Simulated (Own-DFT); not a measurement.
# Computed records: Hf19Si41 (HfSi2 crystal with substituted atoms, atoms displaced)

A calculation, not a measurement: plane-wave density functional theory by an unreviewed code, no spin, of a simulated periodic cell, stress positive in tension, run twice, with PBE and with PBEsol, both on files made for PBE, so the change isn't that of files made for PBEsol, hafnium file: forces about 75 meV/angstrom off all-electron values; forces on such cells moved up to 12 meV/angstrom on a denser k mesh; the far tail of each file's local potential was reset to the Coulomb form; each entry is a single point on an unrelaxed cell, so the pressure reflects the starting lattice, taken from the Materials Project, from which strain is counted, and rises with the displacements; printed positions are rounded, which can move forces by about a meV/angstrom; the program, named Own-DFT, is a retired in-house code; no spin-orbit coupling; stress was not checked against mesh or cutoff. Program: Own-DFT development build.

Hf19Si41 (HfSi2 crystal with substituted atoms, atoms displaced)

```xyz
60
Lattice="-7.2972 7.0724 -1.7824 3.6486 7.0873 5.7379 3.6486 3.5213 -8.4115" Properties=species:S:1:pos:R:3 Hf19Si41
Hf     0.9277    10.2593    -4.1732
Hf    -0.9640     3.8691     0.5583
Si     0.8363     7.9716    -5.8573
Si    -0.8464     6.1679     2.1664
Si     2.7562     8.6973    -3.0171
Si    -2.7465     5.5066    -0.5924
Hf     0.9731    13.7272    -5.1294
Hf    -0.9022     7.4683    -0.2789
Si     0.7792    11.4448    -6.5535
Si    -0.8661     9.8126     1.3001
Si     2.8471    12.2015    -3.8640
Si    -2.8043     8.9705    -1.4748
Hf    -2.7057    13.8026     2.5026
Hf    -0.9787    10.9939    -1.1381
Si    -2.7386    11.5840     0.8966
Si    -0.8701    13.2761     0.4040
Si    -0.9009    12.3067     3.5530
Si    -2.7127    12.5510    -2.3428
Si     4.5307     6.7079    -3.3111
Hf    -4.6373     7.4896    -0.2934
Si    -2.7157    11.5047    -6.6380
Si    -4.5310     9.7479     1.3247
Si    -0.8726    12.2238    -3.7889
Si     0.9270     1.9593     0.2652
Hf     4.4664    10.2557    -4.1953
Hf    -4.6723    11.0872    -1.2413
Si     4.6282     7.8689    -5.7387
Si     2.7802     6.1632     2.1823
Si    -0.8929    15.7994    -4.8220
Si     0.9597     5.4716    -0.5664
Hf     0.9091    10.2682     3.3684
Hf     2.7174     7.4193    -0.3237
Si     0.9350     7.9179     1.7324
Si     2.8011     9.7282     1.3130
Si     2.7057     8.6564     4.6264
Si     0.9160     9.0016    -1.4181
Hf    -2.7314     6.7210    -3.2513
Hf     2.7118    11.0800    -1.1506
Si     0.8449    11.5460     0.8932
Si    -0.9357     6.1742    -5.3778
Si    -0.8901     5.0931    -2.0709
Si     0.9665    12.7298    -2.3924
Hf    -2.6932    10.2001    -4.1900
Hf    -0.9081     7.3592    -7.7475
Si    -2.8256     7.9035    -5.7036
Si    -0.8723     9.7609    -6.2199
Si    -0.9471     8.5954    -2.9215
Si    -2.6759     9.0297    -9.0009
Hf     0.9486     3.1635    -2.3514
Hf    -0.9734    14.4972    -2.0876
Si     4.5843     8.0678     1.6607
Si    -4.5463     9.7665    -6.2070
Si    -4.5175     8.7173    -2.9991
Si     4.5503     9.0388    -1.4859
Hf     0.9139     6.6014    -3.2931
Hf     2.7526     3.9016    -6.9665
Si     0.9008     4.4358    -4.8214
Si     2.7175     6.2245    -5.3038
Si     2.6627     5.0300    -2.1971
Si     4.5518    12.5095    -2.3693
```

Here we set functional PBE, then PBEsol, potential files PseudoDojo norm-conserving, scalar-relativistic, standard set, wave cutoff 42 hartree, occupations cold (Marzari-Vanderbilt), smearing width 0.2 eV and k mesh 4 x 4 x 4 centred on Gamma.

The calculation gives: PBE pressure 3.42 GPa; PBE stress xx -3.08 GPa; PBE stress yy -4.19 GPa; PBE stress zz -3 GPa; PBE stress yz 0.53 GPa; PBE stress xz -0.09 GPa; PBE stress xy -0.25 GPa; PBEsol pressure 0.25 GPa; PBEsol stress xx -0.23 GPa; PBEsol stress yy -0.92 GPa; PBEsol stress zz 0.42 GPa; PBEsol stress yz 0.56 GPa; PBEsol stress xz -0.08 GPa; PBEsol stress xy -0.25 GPa; rms change of force components from PBE to PBEsol 0.029 eV/Å.

Force:
| force element | PBE force x (eV/Å) | PBE force y (eV/Å) | PBE force z (eV/Å) | PBEsol force x (eV/Å) | PBEsol force y (eV/Å) | PBEsol force z (eV/Å) |
| --- | --- | --- | --- | --- | --- | --- |
| Hf | -0.163 | -0.287 | 0.565 | -0.161 | -0.27 | 0.572 |
| Hf | 0.581 | 0.458 | 0.509 | 0.577 | 0.44 | 0.462 |
| Si | 0.651 | -0.091 | 0.947 | 0.652 | -0.101 | 0.92 |
| Si | -0.616 | 0.054 | -0.022 | -0.617 | 0.055 | -0.017 |
| Si | -0.405 | -1.152 | 0.371 | -0.432 | -1.113 | 0.302 |
| Si | -0.267 | 0.067 | 0.115 | -0.263 | 0.077 | 0.17 |
| Hf | -0.346 | 1.048 | 1.085 | -0.336 | 1.042 | 1.099 |
| Hf | -0.376 | -0.417 | 0.009 | -0.364 | -0.422 | -0.041 |
| Si | 1.279 | 0.316 | -1.08 | 1.303 | 0.338 | -1.058 |
| Si | -0.239 | -0.774 | -0.045 | -0.261 | -0.785 | -0.037 |
| Si | -1.924 | 0.162 | -0.392 | -1.921 | 0.138 | -0.456 |
| Si | 0.558 | 0.995 | 0.572 | 0.562 | 0.988 | 0.636 |
| Hf | -0.256 | 0.821 | -0.963 | -0.248 | 0.812 | -0.905 |
| Hf | 0.929 | -0.184 | -0.482 | 0.928 | -0.178 | -0.499 |
| Si | 0.017 | -0.552 | -0.332 | 0.034 | -0.556 | -0.319 |
| Si | -0.678 | 0.085 | 0.07 | -0.697 | 0.081 | 0.066 |
| Si | 0.057 | -1.221 | 0.623 | 0.059 | -1.207 | 0.545 |
| Si | -0.941 | 0.004 | -0.501 | -0.953 | 0.015 | -0.427 |
| Si | 0.023 | -0.298 | -0.642 | 0.027 | -0.288 | -0.579 |
| Hf | 0.875 | -0.306 | 0.274 | 0.866 | -0.312 | 0.237 |
| Si | -0.323 | 0.274 | 0.1 | -0.316 | 0.24 | 0.075 |
| Si | -0.148 | 0.06 | -0.096 | -0.117 | 0.049 | -0.113 |
| Si | -0.489 | 0.116 | -0.728 | -0.464 | 0.073 | -0.769 |
| Si | -0.279 | 0.286 | 0.292 | -0.269 | 0.294 | 0.346 |
| Hf | 1.722 | -0.355 | -0.05 | 1.702 | -0.331 | -0.01 |
| Hf | 2.007 | -1.956 | 1.092 | 1.985 | -1.942 | 1.051 |
| Si | -0.691 | 0.515 | 0.157 | -0.687 | 0.541 | 0.109 |
| Si | -0.301 | 0.651 | 0.168 | -0.308 | 0.651 | 0.152 |
| Si | -0.428 | -1.129 | 0.415 | -0.402 | -1.09 | 0.356 |
| Si | -1.578 | 0.751 | -0.484 | -1.551 | 0.755 | -0.419 |
| Hf | 0.283 | -0.046 | -0.305 | 0.271 | -0.037 | -0.261 |
| Hf | 0.454 | 0.292 | 0.292 | 0.441 | 0.286 | 0.285 |
| Si | -0.029 | 0.46 | 0.11 | -0.029 | 0.459 | 0.1 |
| Si | -0.596 | 0.149 | -0.057 | -0.615 | 0.161 | -0.059 |
| Si | 0.428 | -0.072 | -1.054 | 0.426 | -0.086 | -1.102 |
| Si | 0.005 | 0.774 | -0.556 | 0.008 | 0.768 | -0.487 |
| Hf | 0.228 | -0.267 | -0.199 | 0.213 | -0.253 | -0.167 |
| Hf | -0.136 | -1.285 | -0.182 | -0.125 | -1.267 | -0.212 |
| Si | 0.562 | -0.252 | -0.177 | 0.582 | -0.252 | -0.173 |
| Si | 0.121 | 0.191 | 0.963 | 0.121 | 0.179 | 0.936 |
| Si | -0.292 | 0.146 | 0.031 | -0.286 | 0.127 | -0.027 |
| Si | -0.928 | -1.902 | 0.149 | -0.9 | -1.845 | 0.205 |
| Hf | -0.034 | 0.466 | 0.353 | -0.05 | 0.455 | 0.38 |
| Hf | 0.424 | 1.758 | -1.183 | 0.426 | 1.716 | -1.192 |
| Si | 0.516 | 0.485 | -0.645 | 0.533 | 0.5 | -0.638 |
| Si | -0.718 | -0.621 | 0.091 | -0.745 | -0.636 | 0.098 |
| Si | 0.952 | 0.564 | -0.272 | 0.938 | 0.537 | -0.325 |
| Si | -0.777 | -0.468 | 0.069 | -0.772 | -0.443 | 0.124 |
| Hf | -1.098 | -0.672 | -0.353 | -1.082 | -0.648 | -0.322 |
| Hf | 0.935 | 0.891 | 0.002 | 0.936 | 0.867 | -0.002 |
| Si | -0.166 | -0.738 | 0.759 | -0.154 | -0.756 | 0.742 |
| Si | 0.119 | -0.196 | -0.326 | 0.123 | -0.189 | -0.315 |
| Si | -0.599 | -0.624 | -0.232 | -0.608 | -0.627 | -0.304 |
| Si | -0.023 | 0.285 | -0.12 | -0.017 | 0.303 | -0.046 |
| Hf | -0.214 | 1.758 | 0.17 | -0.219 | 1.733 | 0.202 |
| Hf | -0.056 | 0.023 | 0.995 | -0.051 | 0.02 | 0.939 |
| Si | 0.042 | -0.232 | -0.69 | 0.04 | -0.215 | -0.675 |
| Si | 0.166 | -0.269 | -0.204 | 0.13 | -0.272 | -0.218 |
| Si | 1.992 | 0.999 | 0.294 | 1.951 | 0.944 | 0.257 |
| Si | 0.188 | 0.464 | 0.732 | 0.186 | 0.478 | 0.805 |
